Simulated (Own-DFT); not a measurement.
## Calculated data, Hf₃₆O₇₁ (tetragonal hafnia with one neutral oxygen vacancy, atoms displaced)

A calculation, not a measurement: plane-wave PBE and HSE06 DFT by an unreviewed code, no spin, of a simulated cell at Gamma alone, so results move with cell size and shape, stress positive in tension, energies less offsets, not probed for a lower state with spin; hafnium file: forces about 75 meV/angstrom off all-electron values; oxygen file: force components 24 meV/angstrom off all-electron in a glass; k mesh not checked against a denser one; forces and stress are PBE's, HSE06 gives the energy alone, and its difference from PBE has offsets of its own; offsets are fitted by least squares, one for each functional and potential file, so energies compare only between cells with the same atoms and settings and are not formation energies; the far tail of each file's local potential was reset to the Coulomb form; each entry is a single point on an unrelaxed cell, so the pressure reflects the starting lattice, taken from the Materials Project, from which strain is counted, and rises with the displacements; printed positions are rounded, which can move forces by about a meV/angstrom; the program is a retired in-house code; no spin-orbit coupling. Program: Own-DFT development build.

Settings shared by all entries: first functional PBE; second functional HSE06; exact exchange share 0.25; screening 0.11 1/bohr; exchange divergence Gygi-Baldereschi; potential files PseudoDojo norm-conserving, scalar-relativistic, made for PBE, standard set; wave cutoff 48 hartree; occupations fixed; k mesh 1 x 1 x 1 centred on Gamma.

(1) Hf₃₆O₇₁ (tetragonal hafnia with one neutral oxygen vacancy, atoms displaced)

```
Hf36O71
1.0
     10.7800     0.0000     0.0000
      0.0000    10.7800     0.0000
      0.0000     0.0000    10.4493
Hf O Hf O Hf O Hf O Hf O Hf O Hf O Hf O Hf O Hf O Hf O Hf O Hf O Hf O Hf O Hf O Hf O Hf O
2 4 2 4 2 4 2 3 2 4 2 4 2 4 2 4 2 4 2 4 2 4 2 4 2 4 2 4 2 4 2 4 2 4 2 4
Direct
  0.00196 0.98982 0.01712
  0.15122 0.17160 0.25636
  0.00852 0.16159 0.15777
  0.17539 0.00185 0.34776
  0.01205 0.17415 0.40289
  0.18380 0.00366 0.10482
  0.00673 0.99896 0.48912
  0.17328 0.15681 0.74978
  0.01404 0.16853 0.65267
  0.16712 0.99911 0.84896
  0.00969 0.15618 0.90853
  0.17009 0.00452 0.60016
  0.99079 0.32845 0.00182
  0.16724 0.50199 0.24799
  0.99137 0.50001 0.15569
  0.16592 0.32409 0.34663
  0.99282 0.49408 0.39824
  0.16870 0.34689 0.09960
  0.00344 0.31782 0.50823
  0.17109 0.49332 0.75387
  0.15968 0.32395 0.84951
  0.00186 0.51330 0.89738
  0.17718 0.33821 0.58469
  0.99838 0.68096 0.01093
  0.16550 0.83528 0.25140
  0.99201 0.82731 0.15912
  0.15680 0.65662 0.34633
  0.99247 0.82579 0.40741
  0.16398 0.67328 0.11225
  0.99454 0.66609 0.49130
  0.17147 0.83400 0.73589
  0.00117 0.83390 0.66292
  0.15801 0.66744 0.84888
  0.99665 0.81519 0.89716
  0.15986 0.66965 0.59639
  0.32865 0.01178 0.99143
  0.51280 0.16909 0.25255
  0.33820 0.16796 0.15255
  0.48872 0.99295 0.33980
  0.34642 0.17650 0.40355
  0.50561 0.98768 0.09355
  0.32901 0.01125 0.48498
  0.49627 0.16825 0.74820
  0.32868 0.17191 0.65949
  0.49380 0.98992 0.85028
  0.33581 0.15949 0.90040
  0.50424 0.99061 0.60068
  0.33071 0.33801 0.00831
  0.49337 0.49706 0.25124
  0.32380 0.49217 0.16538
  0.49237 0.34263 0.34192
  0.34475 0.51276 0.40312
  0.49989 0.33585 0.10510
  0.33625 0.33081 0.49788
  0.48870 0.49043 0.75917
  0.34296 0.50763 0.63768
  0.50026 0.33391 0.84390
  0.32327 0.49625 0.90091
  0.49400 0.34624 0.60172
  0.32554 0.66440 0.00581
  0.50295 0.83134 0.25426
  0.35180 0.83215 0.14329
  0.50086 0.67015 0.35494
  0.33056 0.83771 0.38871
  0.49384 0.65804 0.10463
  0.32815 0.66398 0.48568
  0.49319 0.83204 0.73933
  0.32840 0.82991 0.65664
  0.49952 0.67962 0.85343
  0.33786 0.83452 0.90207
  0.49184 0.67427 0.59858
  0.65942 0.99428 0.00924
  0.82799 0.15982 0.25372
  0.66886 0.16545 0.15172
  0.82612 0.00606 0.34662
  0.67253 0.15130 0.40534
  0.83285 0.00610 0.10651
  0.66815 0.99817 0.49444
  0.83340 0.17787 0.75143
  0.67446 0.16772 0.65447
  0.81681 0.00486 0.83622
  0.65763 0.16817 0.90418
  0.83084 0.00737 0.59585
  0.66531 0.32796 0.00662
  0.84631 0.51019 0.26262
  0.65877 0.49540 0.15726
  0.83894 0.33796 0.35181
  0.65547 0.49901 0.40568
  0.81840 0.32585 0.08774
  0.67684 0.33703 0.49782
  0.83886 0.51130 0.74884
  0.65740 0.50234 0.66506
  0.82688 0.34514 0.83253
  0.66332 0.49885 0.89721
  0.82300 0.32263 0.59459
  0.66915 0.66084 0.99656
  0.83189 0.83611 0.25493
  0.66973 0.83040 0.15828
  0.83814 0.66910 0.33818
  0.66554 0.83886 0.39434
  0.82464 0.65528 0.09974
  0.66734 0.67213 0.50596
  0.82646 0.84489 0.74839
  0.66358 0.84578 0.64806
  0.82075 0.64895 0.84476
  0.66576 0.81953 0.90340
  0.84780 0.66761 0.61269
```

- PBE energy of cell above offsets: -86.819 eV
- HSE06 less PBE above offsets: 0.676 eV
- PBE pressure: 5.73 GPa
- PBE stress xx: -4.65 GPa
- PBE stress yy: -6.75 GPa
- PBE stress zz: -5.78 GPa
- PBE stress yz: -0.32 GPa
- PBE stress xz: 0.18 GPa
- PBE stress xy: 0.11 GPa

Force:
| element | x (eV/Å) | y (eV/Å) | z (eV/Å) |
| --- | --- | --- | --- |
| Hf | 0.929 | 1.244 | -2.448 |
| Hf | 5.329 | -0.596 | -0.967 |
| O | -3.778 | 0.143 | -1.728 |
| O | -1.338 | 0.165 | 0.79 |
| O | -1.012 | -4.007 | -1.13 |
| O | -4.314 | -1.417 | 0.654 |
| Hf | -1.023 | -0.073 | 3.303 |
| Hf | -1.451 | 0.658 | 1.777 |
| O | -2.112 | 0.484 | -0.727 |
| O | -0.13 | -0.997 | 0.48 |
| O | -1.619 | 0.29 | 1.159 |
| O | -0.3 | -0.349 | -1.473 |
| Hf | 1.194 | 1.638 | -1.586 |
| Hf | -2.422 | -1.877 | 0.676 |
| O | 2.007 | -0.647 | -1.071 |
| O | 0.471 | 3.061 | 0.49 |
| O | 0.485 | 0.401 | 1.554 |
| O | -2.112 | -1.011 | -0.404 |
| Hf | -0.334 | 4.176 | 1.306 |
| Hf | -0.962 | 1.251 | -0.443 |
| O | 0.332 | 0.718 | -0.34 |
| O | 0 | -2.118 | 0.923 |
| O | -1.822 | 0.529 | 1.423 |
| Hf | -0.432 | -4.537 | -0.992 |
| Hf | 3.578 | -1.243 | -0.723 |
| O | 1.42 | 1.18 | -0.794 |
| O | 0.261 | 2.538 | 0.685 |
| O | 0.614 | 3.34 | -1.474 |
| O | -0.017 | 0.055 | -0.495 |
| Hf | 1.657 | -2.665 | 2.777 |
| Hf | -1.085 | -1.488 | 3.225 |
| O | -1.023 | 1.34 | -1.683 |
| O | 1.545 | -0.29 | -0.217 |
| O | -1.065 | 4.404 | 1.007 |
| O | -0.153 | -0.452 | -0.796 |
| Hf | 2.738 | -4.702 | 1.13 |
| Hf | -3.471 | 0.234 | -0.336 |
| O | -0.031 | 0.279 | 0.406 |
| O | 0.469 | 2.67 | 1.072 |
| O | -0.156 | -2.136 | -0.311 |
| O | -1.178 | 1.406 | 0.893 |
| Hf | 2.054 | -1.871 | 1.272 |
| Hf | 2.081 | -1.288 | 0.743 |
| O | 1.805 | -0.197 | -1.962 |
| O | 0.804 | 2.099 | -0.685 |
| O | 0.135 | 4.151 | -1.251 |
| O | -1.722 | 1.757 | -1.672 |
| Hf | 0.576 | -1.763 | 0.029 |
| Hf | 2.311 | 2.929 | -0.871 |
| O | 1.534 | 0.261 | -2.329 |
| O | 0.74 | -3.578 | 1.402 |
| O | -1.23 | -3.682 | -1.663 |
| O | -0.692 | -0.519 | -0.817 |
| Hf | 1.577 | 3.05 | 0.389 |
| Hf | 2.104 | 3.513 | -1.426 |
| O | -2.513 | -0.083 | 1.76 |
| O | -0.964 | -1.935 | 1.482 |
| O | 0.417 | 0.065 | 0.362 |
| O | 1.186 | -1.92 | -0.667 |
| Hf | 2.442 | 3.113 | -1.407 |
| Hf | -0.671 | -1.523 | -1.692 |
| O | -3.485 | -0.592 | 1.013 |
| O | 0.406 | 0.058 | -0.029 |
| O | -1.332 | -0.445 | 0.884 |
| O | -0.041 | -0.5 | -0.702 |
| Hf | 1.005 | 2.214 | 3.318 |
| Hf | 0.176 | -0.705 | 2.069 |
| O | 0.707 | 0.49 | -2.473 |
| O | -0.766 | -2.669 | -0.417 |
| O | -1.639 | -0.538 | 0.438 |
| O | 1.743 | 0.743 | -1.121 |
| Hf | 0.624 | -0.771 | -3.195 |
| Hf | 0.096 | 2.654 | -0.942 |
| O | 0.006 | -0.308 | 0.442 |
| O | 1.769 | -1.773 | 0.847 |
| O | -0.911 | 4.423 | -2.125 |
| O | 0.911 | -0.35 | -0.479 |
| Hf | -0.696 | -1.775 | 3.492 |
| Hf | -0.289 | -1.01 | -0.517 |
| O | -2.388 | 0.079 | 0.032 |
| O | 0.805 | 0.143 | 1.52 |
| O | 0.2 | -0.651 | 0.362 |
| O | 1.989 | -0.627 | -1.227 |
| Hf | -3.049 | 2.658 | -2.591 |
| Hf | -3.361 | -2.829 | -2.294 |
| O | 1.476 | -0.2 | 0.429 |
| O | -1.009 | -2.113 | -0.477 |
| O | 1.315 | 1.26 | 0.87 |
| O | 4.882 | -0.594 | 1.568 |
| Hf | -2.929 | 0.355 | 0.352 |
| Hf | -0.194 | -2.277 | -1.694 |
| O | 1.429 | 0.43 | -1.837 |
| O | 1.144 | -2.067 | 2.078 |
| O | -0.816 | -1.134 | 1.793 |
| O | 3.419 | 0.189 | 0.364 |
| Hf | -2.304 | -1.683 | -0.107 |
| Hf | -2.558 | -0.025 | -0.636 |
| O | 0.734 | 0.443 | -0.585 |
| O | -0.36 | 1.732 | 2.896 |
| O | 1.082 | -1.203 | 0.92 |
| O | 1.985 | 0.952 | 0.233 |
| Hf | -2.772 | -1.217 | 0.901 |
| Hf | 0.18 | -1.4 | 0.325 |
| O | 1.517 | -1.56 | -0.452 |
| O | -0.092 | 5.366 | 2.479 |
| O | 1.442 | 2.887 | 0.054 |
| O | -1.726 | -0.241 | -2.372 |

(2) Hf₃₆O₇₁ (tetragonal hafnia with one neutral oxygen vacancy, atoms displaced)

```
Hf36O71
1.0
     10.7800     0.0000     0.0000
      0.0000    10.7800     0.0000
      0.0000     0.0000    10.4493
Hf O Hf O Hf O Hf O Hf O Hf O Hf O Hf O Hf O Hf O Hf O Hf O Hf O Hf O Hf O Hf O Hf O Hf O
2 4 2 4 2 4 2 3 2 4 2 4 2 4 2 4 2 4 2 4 2 4 2 4 2 4 2 4 2 4 2 4 2 4 2 4
Direct
  0.99549 0.00058 0.99730
  0.16777 0.17340 0.25559
  0.99668 0.16669 0.15079
  0.17003 0.00224 0.34271
  0.99992 0.16917 0.40326
  0.16349 0.00161 0.09999
  0.00040 0.00197 0.49800
  0.16773 0.16554 0.74872
  0.00300 0.16696 0.65568
  0.16509 0.00295 0.84504
  0.99441 0.16262 0.89901
  0.17046 0.99782 0.59226
  0.00199 0.33110 0.00409
  0.16545 0.49905 0.24648
  0.99971 0.49993 0.15218
  0.16527 0.33137 0.35345
  0.00014 0.50062 0.39854
  0.16942 0.33388 0.09847
  0.00236 0.33429 0.49974
  0.16517 0.49818 0.75574
  0.00412 0.50030 0.65454
  0.16628 0.32818 0.84434
  0.16795 0.33162 0.59907
  0.99958 0.66129 0.00376
  0.16559 0.83112 0.24991
  0.99946 0.83199 0.15485
  0.16970 0.66538 0.34541
  0.99993 0.83006 0.40340
  0.16209 0.66793 0.09899
  0.00158 0.66718 0.50184
  0.16749 0.83705 0.74983
  0.00192 0.83277 0.65037
  0.16669 0.66482 0.84617
  0.00063 0.83659 0.90034
  0.16731 0.66605 0.60138
  0.33754 0.99722 0.99879
  0.50039 0.17305 0.24965
  0.33429 0.16498 0.15497
  0.49872 0.99594 0.34778
  0.33355 0.16623 0.40582
  0.50047 0.00122 0.09486
  0.33180 0.99585 0.49898
  0.50121 0.17063 0.74752
  0.33334 0.16587 0.65554
  0.50164 0.99984 0.84938
  0.33927 0.16810 0.90489
  0.49246 0.00081 0.59636
  0.33194 0.33383 0.00046
  0.49745 0.50399 0.24731
  0.33766 0.49673 0.14900
  0.49813 0.33410 0.34850
  0.33832 0.50182 0.40259
  0.50286 0.33030 0.09715
  0.33531 0.33621 0.49960
  0.50071 0.50116 0.75258
  0.33491 0.49372 0.65365
  0.50000 0.33266 0.84420
  0.33445 0.49805 0.89809
  0.50523 0.33274 0.60328
  0.33034 0.66707 0.00046
  0.49805 0.83325 0.25281
  0.33468 0.83154 0.15413
  0.49295 0.66579 0.34638
  0.33368 0.82964 0.40145
  0.50147 0.66978 0.09589
  0.33073 0.66726 0.50292
  0.49634 0.83195 0.75166
  0.33368 0.82996 0.64890
  0.49955 0.66511 0.85063
  0.32988 0.83566 0.90222
  0.49483 0.66430 0.60003
  0.66546 0.00314 0.99671
  0.83661 0.16635 0.24584
  0.66693 0.16877 0.15445
  0.82796 0.00135 0.35150
  0.66827 0.16735 0.40407
  0.83288 0.99973 0.09942
  0.66771 0.00237 0.50047
  0.82806 0.16189 0.74770
  0.66603 0.16942 0.65189
  0.83296 0.99939 0.84939
  0.66686 0.16357 0.90242
  0.83190 0.99866 0.59642
  0.66737 0.32988 0.99688
  0.83523 0.49735 0.24848
  0.66204 0.49993 0.15509
  0.84014 0.33303 0.35168
  0.66900 0.49893 0.40393
  0.83680 0.33365 0.09684
  0.66602 0.33510 0.49987
  0.83566 0.50072 0.75494
  0.67086 0.50271 0.64903
  0.83286 0.33231 0.84461
  0.66865 0.49582 0.90295
  0.83954 0.33036 0.59505
  0.67261 0.66776 0.99949
  0.83411 0.83274 0.24846
  0.66546 0.83633 0.15131
  0.83264 0.67327 0.35014
  0.66457 0.83399 0.40160
  0.83583 0.66546 0.09876
  0.66745 0.66713 0.49878
  0.83386 0.83147 0.74915
  0.66705 0.83150 0.64677
  0.83372 0.66878 0.84373
  0.66302 0.83402 0.89998
  0.83204 0.66851 0.60229
```

- PBE energy of cell above offsets: -101.025 eV
- HSE06 less PBE above offsets: -0.144 eV
- PBE pressure: 0.64 GPa
- PBE stress xx: -0.17 GPa
- PBE stress yy: -0.54 GPa
- PBE stress zz: -1.21 GPa
- PBE stress yz: -0.12 GPa
- PBE stress xz: -0.14 GPa
- PBE stress xy: 0.06 GPa

Force:
| element | x (eV/Å) | y (eV/Å) | z (eV/Å) |
| --- | --- | --- | --- |
| Hf | 0.967 | -0.038 | 0.501 |
| Hf | 0.325 | -2.069 | -0.887 |
| O | 1.134 | 0.499 | 0.063 |
| O | -0.424 | -0.338 | 0.475 |
| O | 0.199 | -0.749 | -0.241 |
| O | 0.387 | -0.285 | -1.009 |
| Hf | -0.038 | -0.234 | 0.13 |
| Hf | 0.001 | 0.117 | -0.372 |
| O | -0.674 | -0.596 | -0.569 |
| O | 0.323 | -0.483 | 0.067 |
| O | 0.162 | 1.044 | 0.805 |
| O | -1.123 | -0.13 | 0.561 |
| Hf | -0.265 | -0.617 | -1.371 |
| Hf | 0.596 | 0.232 | 1.091 |
| O | 0.347 | -0.069 | -0.703 |
| O | 0.286 | 1.472 | -0.55 |
| O | 0.142 | 0.4 | 0.157 |
| O | -0.679 | 0.134 | 0.397 |
| Hf | -0.154 | -0.035 | 0.505 |
| Hf | 0.969 | -0.27 | -1.068 |
| O | -0.746 | 0.095 | 0.585 |
| O | -0.438 | 0.824 | 1.247 |
| O | 0.098 | 0.124 | -0.391 |
| Hf | 0.197 | 0.819 | -1.171 |
| Hf | 0.216 | 1.148 | -0.074 |
| O | -0.088 | -0.123 | -0.194 |
| O | -0.227 | -0.54 | 0.073 |
| O | 0.375 | 0.849 | -0.055 |
| O | 0.782 | -0.452 | -0.091 |
| Hf | -0.461 | -0.045 | 0.278 |
| Hf | -0.401 | -0.293 | -0.117 |
| O | -0.152 | 0.165 | 0.238 |
| O | -0.302 | 0.301 | 0.711 |
| O | -0.029 | -1.128 | 0.343 |
| O | -0.244 | -0.043 | -0.428 |
| Hf | -0.884 | 1.285 | 0.865 |
| Hf | -0.161 | -1.219 | 0.319 |
| O | -0.332 | 0.485 | 0.167 |
| O | 0.005 | 1.15 | -0.297 |
| O | -0.068 | 0.376 | -0.145 |
| O | 0.063 | -0.002 | 0.139 |
| Hf | 0.728 | 0.461 | -0.795 |
| Hf | -1.087 | -0.714 | 0.044 |
| O | 0.208 | 0.238 | -0.081 |
| O | -0.158 | -0.098 | -0.487 |
| O | -0.248 | -0.241 | 0.194 |
| O | 1.45 | -0.057 | 0.359 |
| Hf | 1.13 | -0.554 | -0.434 |
| Hf | 0.468 | -0.13 | 0.753 |
| O | -1.34 | 0.338 | -0.16 |
| O | 0.111 | 0.409 | 0.082 |
| O | -0.604 | -0.527 | -0.165 |
| O | -0.458 | -0.078 | -0.298 |
| Hf | 0.104 | -0.209 | 0.842 |
| Hf | 0.076 | -0.108 | -0.943 |
| O | -0.29 | 0.102 | 0.082 |
| O | 0.387 | 0.319 | 0.779 |
| O | -0.205 | 0.313 | 0.768 |
| O | -0.634 | -0.059 | -0.758 |
| Hf | 0.879 | -0.062 | -0.147 |
| Hf | 0.706 | 0.064 | -0.174 |
| O | -0.665 | -0.113 | -0.566 |
| O | 0.663 | 0.072 | 0.134 |
| O | -0.343 | 0.304 | 0.073 |
| O | -0.216 | -0.347 | -0.282 |
| Hf | 0.423 | -0.217 | -0.226 |
| Hf | 0.984 | 0.175 | -0.585 |
| O | -0.329 | 0.161 | 0.629 |
| O | -0.123 | 0.367 | -0.091 |
| O | 0.095 | -0.912 | -0.328 |
| O | 0.878 | 0.029 | -0.149 |
| Hf | -0.154 | -1.394 | 0.88 |
| Hf | -0.864 | -0.202 | 1.171 |
| O | 0.375 | 0.048 | -0.41 |
| O | 0.647 | -0.19 | -0.516 |
| O | -0.36 | 0.388 | -0.057 |
| O | -0.141 | 0.169 | -0.166 |
| Hf | -0.93 | -0.72 | -0.573 |
| Hf | 1.633 | 0.648 | 0.021 |
| O | 0.085 | -0.472 | -0.116 |
| O | -0.377 | -0.341 | -0.315 |
| O | 0.151 | 0.94 | -0.514 |
| O | 0.58 | 0.322 | 0.464 |
| Hf | -0.074 | 0.264 | 0.495 |
| Hf | -1.105 | 0.175 | 1.217 |
| O | 1.318 | 0.056 | -0.277 |
| O | -0.344 | 0.189 | -1.216 |
| O | 0.039 | 0.322 | -0.428 |
| O | -0.609 | 0.325 | 0.08 |
| Hf | 0.791 | -0.095 | 0.296 |
| Hf | -0.459 | -0.558 | -1.319 |
| O | -0.333 | -0.164 | 0.779 |
| O | 0.252 | -0.005 | 0.36 |
| O | 0.112 | 0.839 | 0.055 |
| O | -0.983 | 0.111 | 0.249 |
| Hf | -1.435 | 0.181 | 0.131 |
| Hf | -0.766 | 0.874 | 0.471 |
| O | 0.486 | -0.482 | -0.016 |
| O | -0.076 | -1.51 | -0.32 |
| O | -0.104 | -0.177 | 0.114 |
| O | -0.233 | -0.162 | -0.077 |
| Hf | -0.128 | 0.259 | 0.5 |
| Hf | -0.104 | 0.59 | -0.709 |
| O | -0.568 | 0.173 | 0.883 |
| O | 0.243 | -0.649 | 1.328 |
| O | 0.425 | -0.384 | 0.128 |
| O | 0.739 | -0.063 | -0.654 |
